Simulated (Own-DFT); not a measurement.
Simulation results for SiGe (layered order of Si and Ge on the diamond lattice, atoms displaced)

A calculation, not a measurement: plane-wave density functional theory by an unreviewed code, no spin, of a simulated periodic cell, stress positive in tension, run twice, with PBE and with PBEsol, both on files made for PBE, so the change isn't that of files made for PBEsol, forces on such cells passed a denser k mesh, this cell's mesh not checked; the far tail of each file's local potential was reset to the Coulomb form; each entry is a single point on an unrelaxed cell, so the pressure reflects the starting lattice, mostly measured values (interpolated for alloys), from which strain is counted, and rises with the displacements; printed positions are rounded, which can move forces by about a meV/angstrom; the program, named Own-DFT, is a retired in-house code; no spin-orbit coupling; stress was not checked against mesh or cutoff. Program: Own-DFT development build.

## SiGe (layered order of Si and Ge on the diamond lattice, atoms displaced)

```
SiGe
1.0
     11.0890     0.0000     0.0000
      0.0000    11.0890     0.0000
      0.0000     0.0000    11.0890
Ge Si Ge Si Ge Si Ge Si
8 8 8 8 8 8 8 8
Direct
  0.00659 0.99544 0.00284
  0.99592 0.24870 0.25031
  0.24989 0.00229 0.25356
  0.25092 0.24862 0.99811
  0.12622 0.12321 0.12888
  0.12111 0.38074 0.37509
  0.37651 0.13522 0.37944
  0.37315 0.37363 0.11939
  0.99692 0.98846 0.50319
  0.98925 0.25662 0.75489
  0.23990 0.00151 0.74015
  0.25233 0.26078 0.50297
  0.13209 0.12978 0.62383
  0.11691 0.37214 0.87927
  0.37099 0.11722 0.87384
  0.37662 0.37881 0.61438
  0.00747 0.49978 0.01107
  0.99344 0.74850 0.24339
  0.25349 0.49814 0.23958
  0.24829 0.75233 0.00823
  0.12393 0.61830 0.11445
  0.12193 0.88140 0.37904
  0.37720 0.62262 0.38016
  0.36790 0.87380 0.13108
  0.99670 0.50848 0.49827
  0.99791 0.75213 0.74707
  0.25627 0.49898 0.75178
  0.24417 0.75372 0.49959
  0.13539 0.62285 0.62220
  0.11896 0.88324 0.87212
  0.37837 0.62323 0.88160
  0.37832 0.88211 0.63667
  0.49959 0.00584 0.99653
  0.50372 0.25223 0.25630
  0.74559 0.00581 0.25654
  0.75137 0.24433 0.00046
  0.63108 0.12420 0.11469
  0.62214 0.37129 0.37800
  0.87433 0.11575 0.37662
  0.87941 0.37140 0.11804
  0.49415 0.99993 0.49247
  0.50628 0.25206 0.75656
  0.74238 0.00186 0.74344
  0.75158 0.25097 0.50612
  0.62660 0.13385 0.62773
  0.61962 0.38023 0.87195
  0.86946 0.12355 0.87816
  0.87626 0.37308 0.62890
  0.50281 0.50324 0.00930
  0.49857 0.74747 0.24721
  0.73840 0.50702 0.24703
  0.75082 0.75128 0.99717
  0.62486 0.62055 0.12401
  0.62763 0.86073 0.37335
  0.86256 0.62182 0.36884
  0.87268 0.86816 0.12272
  0.49038 0.49591 0.51337
  0.49808 0.75121 0.74589
  0.74346 0.50214 0.75204
  0.75209 0.75121 0.50036
  0.61391 0.62061 0.63318
  0.63347 0.88008 0.88356
  0.87877 0.62161 0.87185
  0.86852 0.86938 0.62498
```

- functional: PBE, then PBEsol
- potential files: PseudoDojo norm-conserving, scalar-relativistic, standard set
- wave cutoff: 42 hartree
- occupations: Fermi-Dirac
- smearing width: 0.1 eV
- k mesh: 3 x 3 x 3 centred on Gamma
- PBE pressure: 3.64 GPa
- PBE stress xx: -3.69 GPa
- PBE stress yy: -3.72 GPa
- PBE stress zz: -3.52 GPa
- PBE stress yz: 0.1 GPa
- PBE stress xz: -1.01 GPa
- PBE stress xy: -0.65 GPa
- PBEsol pressure: 1.35 GPa
- PBEsol stress xx: -1.39 GPa
- PBEsol stress yy: -1.43 GPa
- PBEsol stress zz: -1.23 GPa
- PBEsol stress yz: 0.12 GPa
- PBEsol stress xz: -0.96 GPa
- PBEsol stress xy: -0.61 GPa
- rms change of force components from PBE to PBEsol: 0.051 eV/Å

Force:
| force element | PBE force x (eV/Å) | PBE force y (eV/Å) | PBE force z (eV/Å) | PBEsol force x (eV/Å) | PBEsol force y (eV/Å) | PBEsol force z (eV/Å) |
| --- | --- | --- | --- | --- | --- | --- |
| Ge | -1.369 | 0.801 | -0.255 | -1.338 | 0.791 | -0.165 |
| Ge | 0.289 | -0.199 | 0.543 | 0.286 | -0.192 | 0.511 |
| Ge | 0.192 | 0.464 | 0.708 | 0.172 | 0.448 | 0.672 |
| Ge | -0.433 | -0.489 | -0.706 | -0.416 | -0.465 | -0.601 |
| Ge | -0.047 | 0.459 | -0.278 | -0.045 | 0.435 | -0.265 |
| Ge | 0.17 | -0.091 | 0.095 | 0.17 | -0.097 | 0.016 |
| Ge | -0.689 | -0.646 | 0.127 | -0.657 | -0.624 | 0.042 |
| Ge | 0.846 | -0.59 | 0.601 | 0.815 | -0.553 | 0.594 |
| Si | -0.07 | 1.462 | 0.985 | -0.053 | 1.44 | 0.884 |
| Si | 1.025 | -1.297 | 0.136 | 1.01 | -1.295 | 0.145 |
| Si | 0.966 | -0.21 | 1.416 | 0.942 | -0.215 | 1.402 |
| Si | -0.799 | -0.614 | -0.365 | -0.8 | -0.609 | -0.463 |
| Si | -1.767 | 0.572 | -0.398 | -1.758 | 0.581 | -0.414 |
| Si | 0.947 | 0.362 | -0.947 | 0.94 | 0.366 | -0.838 |
| Si | -0.176 | 0.904 | -1.195 | -0.17 | 0.879 | -1.092 |
| Si | -0.915 | -1.538 | 3.269 | -0.913 | -1.548 | 3.247 |
| Ge | -1.962 | -1.105 | -3.134 | -1.898 | -1.064 | -2.958 |
| Ge | 1.151 | -0.605 | 0.967 | 1.092 | -0.581 | 0.918 |
| Ge | -0.419 | 0.442 | 1.309 | -0.411 | 0.422 | 1.255 |
| Ge | -0.266 | 0.007 | -2.323 | -0.262 | 0.001 | -2.175 |
| Ge | 1.134 | 2.096 | 2.602 | 1.101 | 2.023 | 2.525 |
| Ge | -0.033 | -1.251 | -0.645 | -0.014 | -1.211 | -0.707 |
| Ge | -0.63 | 0.162 | 0.033 | -0.609 | 0.161 | -0.049 |
| Ge | 1.177 | 0.77 | -0.265 | 1.129 | 0.732 | -0.245 |
| Si | -0.029 | -0.523 | 0.765 | -0.04 | -0.509 | 0.667 |
| Si | 0.534 | -0.576 | 0.071 | 0.535 | -0.568 | 0.067 |
| Si | -0.483 | -0.373 | 0.243 | -0.472 | -0.378 | 0.255 |
| Si | 1.24 | 0.166 | 0.612 | 1.227 | 0.194 | 0.513 |
| Si | -1.088 | 0.338 | 0.486 | -1.066 | 0.318 | 0.481 |
| Si | 0.861 | -1.276 | -0.722 | 0.838 | -1.247 | -0.612 |
| Si | -0.237 | 0.707 | -0.768 | -0.221 | 0.691 | -0.662 |
| Si | -0.661 | -0.335 | -1.759 | -0.647 | -0.326 | -1.738 |
| Ge | -0.423 | -1.247 | 0.189 | -0.387 | -1.198 | 0.257 |
| Ge | -0.273 | -0.56 | -1.911 | -0.271 | -0.533 | -1.837 |
| Ge | -0.23 | -1.526 | -1.178 | -0.21 | -1.48 | -1.146 |
| Ge | -0.064 | 1.714 | -1.584 | -0.075 | 1.661 | -1.455 |
| Ge | -1.223 | 0.001 | 2.041 | -1.176 | 0.002 | 1.983 |
| Ge | 0.548 | 1.207 | 1.332 | 0.511 | 1.164 | 1.208 |
| Ge | 0.451 | 1.134 | 1.298 | 0.418 | 1.097 | 1.174 |
| Ge | -1.202 | 0.426 | 1.193 | -1.149 | 0.403 | 1.161 |
| Si | 1.011 | -0.182 | 1.434 | 0.993 | -0.167 | 1.324 |
| Si | -1.472 | -0.297 | -0.804 | -1.469 | -0.297 | -0.783 |
| Si | 0.808 | -0.118 | 0.75 | 0.795 | -0.116 | 0.739 |
| Si | 0.43 | -0.138 | -0.292 | 0.423 | -0.131 | -0.385 |
| Si | -0.812 | -0.821 | -0.638 | -0.817 | -0.81 | -0.646 |
| Si | 0.756 | -0.216 | 0.881 | 0.742 | -0.197 | 0.965 |
| Si | 0.786 | -0.807 | -1.099 | 0.764 | -0.8 | -0.99 |
| Si | -0.575 | 1.295 | -0.684 | -0.566 | 1.292 | -0.687 |
| Ge | -0.648 | -0.951 | -1.885 | -0.624 | -0.919 | -1.745 |
| Ge | -0.127 | -0.458 | 0.156 | -0.115 | -0.447 | 0.157 |
| Ge | 1.118 | -2.581 | 0.394 | 1.082 | -2.476 | 0.384 |
| Ge | 0.182 | -1.186 | -0.466 | 0.193 | -1.15 | -0.362 |
| Ge | -0.119 | 2.197 | -0.481 | -0.125 | 2.114 | -0.449 |
| Ge | -0.564 | 1.633 | 0.47 | -0.562 | 1.596 | 0.371 |
| Ge | 1.201 | 0.776 | 1.057 | 1.155 | 0.751 | 0.939 |
| Ge | -0.289 | 1.644 | 0.368 | -0.265 | 1.574 | 0.36 |
| Si | 2.151 | 1.377 | -1.964 | 2.145 | 1.396 | -2.049 |
| Si | 0.293 | 0.248 | 1.87 | 0.292 | 0.25 | 1.86 |
| Si | 0.754 | -0.296 | -0.152 | 0.75 | -0.291 | -0.15 |
| Si | -0.773 | -1.331 | 0.812 | -0.777 | -1.326 | 0.697 |
| Si | 0.976 | 0.541 | -0.968 | 0.969 | 0.532 | -0.97 |
| Si | -1.281 | -0.185 | -1.879 | -1.26 | -0.193 | -1.753 |
| Si | -0.119 | 0.117 | 0.059 | -0.11 | 0.109 | 0.145 |
| Si | 0.268 | 0.597 | 0.471 | 0.26 | 0.591 | 0.474 |
